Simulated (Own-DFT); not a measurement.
# How strain changes the stress of hcp Hf, 36 atoms (Hf36)

These are calculations, not measurements. They come from Own-DFT, an in-house plane-wave density functional program, since retired, whose code no person has reviewed. Each row is one single-point run on a periodic cell that was not relaxed, without spin or spin-orbit coupling.

Settings of every run: PBE; PseudoDojo norm-conserving scalar-relativistic files; cutoff 42 hartree; 4 x 4 x 4 k mesh centred on Gamma; cold (Marzari-Vanderbilt) smearing of 0.2 eV.

Known limits: hafnium file: forces about 75 meV/angstrom off all-electron values; forces on such cells passed a denser k mesh, each cell not checked; stress not checked against mesh or cutoff.

Unstrained cell vectors in Å: (9.589, 0.000, 0.000); (-4.795, 8.304, 0.000); (0.000, 0.000, 10.102). The unstrained cell has measured lattice constants (interpolated for alloys), not those of this functional. That, the random moves and any unrelaxed bonds set the pressure at no strain. Each run strains this cell uniformly, with the atoms carried along. Every atom was also moved at random, by a Gaussian of width 0.05 Å on each axis. Strain is the symmetric tensor, in per cent. Stress is positive in tension, and the pressure is minus a third of its trace.

| run | e_xx (%) | e_yy (%) | e_zz (%) | e_yz (%) | e_xz (%) | e_xy (%) | s_xx (GPa) | s_yy (GPa) | s_zz (GPa) | s_yz (GPa) | s_xz (GPa) | s_xy (GPa) | P (GPa) | E (meV/atom) |
|---|---|---|---|---|---|---|---|---|---|---|---|---|---|---|
| 1 | 1.63 | 1.88 | -0.19 | 0.96 | 0.21 | 0.69 | 2.85 | 2.87 | 0.44 | 1.00 | 0.17 | 0.99 | -2.05 | 0.0 |
| 2 | 1.51 | -1.28 | -0.14 | -0.62 | 1.14 | -0.23 | 0.68 | -2.91 | -1.54 | -0.65 | 1.15 | -0.09 | 1.26 | 0.5 |
| 3 | -0.79 | 1.77 | 0.14 | -0.97 | -1.94 | 0.41 | -1.51 | 1.35 | -1.02 | -0.88 | -1.91 | 0.93 | 0.39 | 15.4 |
| 4 | -1.38 | -1.99 | 1.86 | 1.04 | -1.61 | 1.62 | -4.18 | -5.10 | -0.43 | 1.14 | -1.51 | 2.55 | 3.24 | 24.1 |
| 5 | -0.13 | -0.54 | 1.69 | -0.35 | 1.20 | -1.51 | -0.93 | -1.21 | 0.98 | -0.29 | 1.11 | -1.99 | 0.39 | 9.0 |
| 6 | -1.74 | -1.72 | -1.82 | -1.27 | -0.58 | -1.62 | -7.48 | -7.85 | -8.36 | -1.39 | -0.75 | -2.23 | 7.89 | 31.8 |
| 7 | -0.32 | -0.64 | -0.50 | -1.32 | 1.17 | -1.13 | -2.76 | -3.08 | -3.35 | -1.27 | 1.15 | -1.86 | 3.06 | 7.1 |
| 8 | -0.63 | 0.75 | -1.10 | -1.20 | 0.50 | -1.95 | -2.34 | -1.72 | -3.59 | -1.15 | 0.51 | -2.43 | 2.55 | 8.1 |
| 9 | -0.81 | -1.69 | -0.18 | -1.38 | 0.00 | -0.91 | -3.97 | -5.59 | -3.80 | -1.38 | 0.01 | -1.44 | 4.45 | 9.1 |
| 10 | -1.84 | -1.35 | -0.17 | 0.80 | -1.58 | 1.83 | -6.28 | -5.60 | -4.50 | 0.86 | -1.61 | 2.47 | 5.46 | 28.3 |
| 11 | -1.60 | -1.29 | -0.73 | 1.42 | -0.66 | 1.37 | -6.00 | -5.83 | -5.40 | 1.46 | -0.72 | 1.96 | 5.74 | 21.0 |
| 12 | -0.99 | 1.27 | -1.53 | -0.48 | 1.59 | -1.93 | -3.64 | -0.98 | -4.64 | -0.30 | 1.71 | -2.34 | 3.08 | 17.0 |
| 13 | -0.67 | 0.20 | 0.36 | 0.66 | -0.05 | -0.16 | -2.44 | -1.02 | -1.23 | 0.68 | -0.10 | -0.03 | 1.56 | 4.4 |
| 14 | 1.24 | 1.89 | -1.86 | 0.57 | 0.00 | -1.91 | 0.84 | 1.43 | -3.01 | 0.63 | -0.01 | -2.02 | 0.25 | 7.8 |
| 15 | -1.48 | 0.23 | 0.79 | 0.18 | 0.49 | -0.50 | -3.59 | -1.10 | -0.91 | 0.23 | 0.52 | -0.85 | 1.87 | 0.7 |
| 16 | 0.61 | -0.05 | -0.55 | -1.90 | -0.68 | -0.96 | ? | ? | ? | ? | ? | ? | ? | ? |

E is the free energy for each atom above the lowest run shown.

## Worked fit

Each stress component was fitted by least squares to a constant and the strains of the runs shown, as fractions, with shears doubled. Shear strains stay in the fit of a normal stress only where such slopes are resolved. The slopes, in GPa:

| stress | at no strain | per e_xx | per e_yy | per e_zz | scatter |
|---|---|---|---|---|---|
| s_xx | -1.4 | 197 ± 6 | 69 ± 5 | 71 ± 6 | 0.23 |
| s_yy | -1.5 | 71 ± 6 | 195 ± 5 | 87 ± 6 | 0.24 |
| s_zz | -1.7 | 82 ± 5 | 72 ± 5 | 202 ± 5 | 0.21 |

Each shear stress against twice its own strain: yz 50 ± 1, xz 51 ± 2, xy 61 ± 5 GPa. These are stiffnesses along x, y and z of the frame in which the cell vectors are given, which need not be the crystal's axes. The atoms are held to the strained lattice; where symmetry lets them move under strain, relaxing them would lower some slopes. The table should be nearly symmetric about its diagonal, and what it lacks of that shows the noise. A ninth of its sum, 116 ± 2 GPa, estimates the bulk modulus near the mean pressure of these runs, 2.6 GPa, so it lies above the value at zero pressure.

## Withheld run

Question: what normal stresses and pressure should run 16 give?

The fit gives s_xx = -0.6, s_yy = -1.7, s_zz = -2.3 and P = 1.5 GPa. The calculation gave -0.43, -1.47, -2.61 and P = 1.50 GPa.
